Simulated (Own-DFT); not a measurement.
# How strain changes the stress of diamond-structure SiGeSn with randomly placed atoms, 64 atoms (Ge52Si8Sn4)

All numbers below are calculated, not measured. They come from Own-DFT, an in-house plane-wave density functional program, since retired, whose code no person has reviewed. Each row is one single-point run on a periodic cell that was not relaxed, without spin or spin-orbit coupling.

Settings of every run: PBE; PseudoDojo norm-conserving scalar-relativistic files; cutoff 49 hartree; 3 x 3 x 3 k mesh centred on Gamma; Fermi-Dirac smearing of 0.1 eV.

Known limits: forces on such cells moved up to 12 meV/angstrom on a denser k mesh; stress not checked against mesh or cutoff.

Unstrained cell vectors in Å: (11.363, 0.000, 0.000); (0.000, 11.363, 0.000); (0.000, 0.000, 11.363). The unstrained cell has measured lattice constants (interpolated for alloys), not those of this functional. That, the random moves and any unrelaxed bonds set the pressure at no strain. Each run strains this cell uniformly, with the atoms carried along. Every atom was also moved at random, by a Gaussian of width 0.05 Å on each axis. The random placing of the alloy's atoms differs from row to row. Strain is the symmetric tensor, in per cent. Stress is positive in tension, and the pressure is minus a third of its trace.

| run | e_xx (%) | e_yy (%) | e_zz (%) | s_xx (GPa) | s_yy (GPa) | s_zz (GPa) | P (GPa) | E (meV/atom) |
|---|---|---|---|---|---|---|---|---|
| 1 | 3.00 | 3.00 | 0.00 | 0.15 | 0.12 | -1.66 | 0.46 | 8.3 |
| 2 | -0.75 | -0.75 | 0.00 | -5.72 | -5.89 | -5.40 | 5.67 | 33.7 |
| 3 | -2.00 | -2.00 | 0.00 | -8.85 | -8.55 | -7.44 | 8.28 | 84.5 |
| 4 | -0.50 | -0.50 | 0.00 | -5.63 | -5.45 | -5.37 | 5.48 | 45.3 |
| 5 | -1.00 | -1.00 | 0.00 | -6.34 | -6.50 | -5.94 | 6.26 | 49.0 |
| 6 | 0.50 | 0.50 | 0.00 | -3.71 | -3.71 | -4.01 | 3.81 | 25.6 |
| 7 | 1.75 | 1.75 | 0.00 | -1.57 | -1.51 | -2.57 | 1.88 | 0.0 |
| 8 | -0.25 | -0.25 | 0.00 | -5.32 | -5.14 | -5.05 | 5.17 | 46.4 |
| 9 | 0.75 | 0.75 | 0.00 | ? | ? | ? | ? | ? |

E is the free energy for each atom above the lowest run shown.

## Worked fit

The change of volume is close to e_xx + e_yy + e_zz. A straight line through the runs shown gives P = 4.79 - 77 x (fractional change of volume) GPa, with an error of 3 on the slope and a scatter of 0.28 GPa. The strain isn't the same on all axes, but the crystal is cubic, so the slope still estimates the bulk modulus, averaged over pressures from 0.5 to 8.3 GPa.

## Withheld run

Question: what pressure should run 9 give? Its volume changes by 1.51 %.

The line gives 3.6 GPa. The calculation gave 3.29 GPa.
